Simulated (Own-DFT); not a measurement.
# Which defects push the lattice out? C40 NbSi2

Source: density functional calculations with Own-DFT, an unreviewed in-house program that is no longer used. Nothing was measured or relaxed, and spin and spin-orbit coupling are left out.

Settings: PBEsol; PseudoDojo norm-conserving scalar-relativistic files, made for PBE; cutoff 42 hartree; 4 x 4 x 5 k mesh centred on Gamma; cold (Marzari-Vanderbilt) smearing of 0.2 eV.

Known weak points: forces on such cells failed a check on a denser k mesh; stress not checked against mesh or cutoff.

All runs share one cell, with vectors in Å (0.000, 8.324, 0.000); (-9.613, 0.000, 0.000); (0.000, 0.000, 6.586) and a volume of 527.0 Å³. The atoms are randomly displaced, by u rms on each axis. The defect's site can differ from row to row.

```
cell,formula,u (Å),P (GPa)
no defect,Nb12Si24,0.0187,-2.18
no defect,Nb12Si24,0.0471,-1.12
no defect,Nb12Si24,0.0477,-1.15
two Si on a Nb site each,Nb10Si26,0.0300,-1.58
two Si on a Nb site each,Nb10Si26,0.0312,-1.69
two Si on a Nb site each,Nb10Si26,0.0499,-1.03
two Si on a Nb site each,Nb10Si26,0.0509,?
one Si vacancy,Nb12Si23,0.0267,-2.71
one Si vacancy,Nb12Si23,0.0479,-1.85
one Si vacancy,Nb12Si23,0.0528,-1.84
two Nb on a Si site each,Nb14Si22,0.0294,3.58
two Nb on a Si site each,Nb14Si22,0.0475,4.46
two Nb on a Si site each,Nb14Si22,0.0484,4.03
```

## Analysis

P = P0 + c u² + a shift for each defect gives P0 = -2.23 GPa, c = 466 ± 56 GPa/Å² and a scatter of 0.16 GPa. The shifts, and each times the cell's volume:

- two Nb on a Si site each: 5.41 ± 0.13 GPa, 17.8 eV (8.9 eV for each of its 2 sites)
- two Si on a Nb site each: 0.12 ± 0.13 GPa, 0.4 eV (0.2 eV for each of its 2 sites) (not resolved)
- one Si vacancy: -0.80 ± 0.13 GPa, -2.6 eV

Positive is outwards. The product with the volume (160.2 GPa Å³ to the eV) is nearly free of the cell's size; divided by the bulk modulus at the cell's pressure it gives the volume that the defect adds. The atoms around the defects weren't relaxed, which would change these numbers.

## Test on the hidden row

Asked: what pressure belongs in the blank (two Si on a Nb site each, u = 0.0509 Å)?

From the fit: -0.90 ± 0.19 GPa. DFT gave -1.03 GPa.
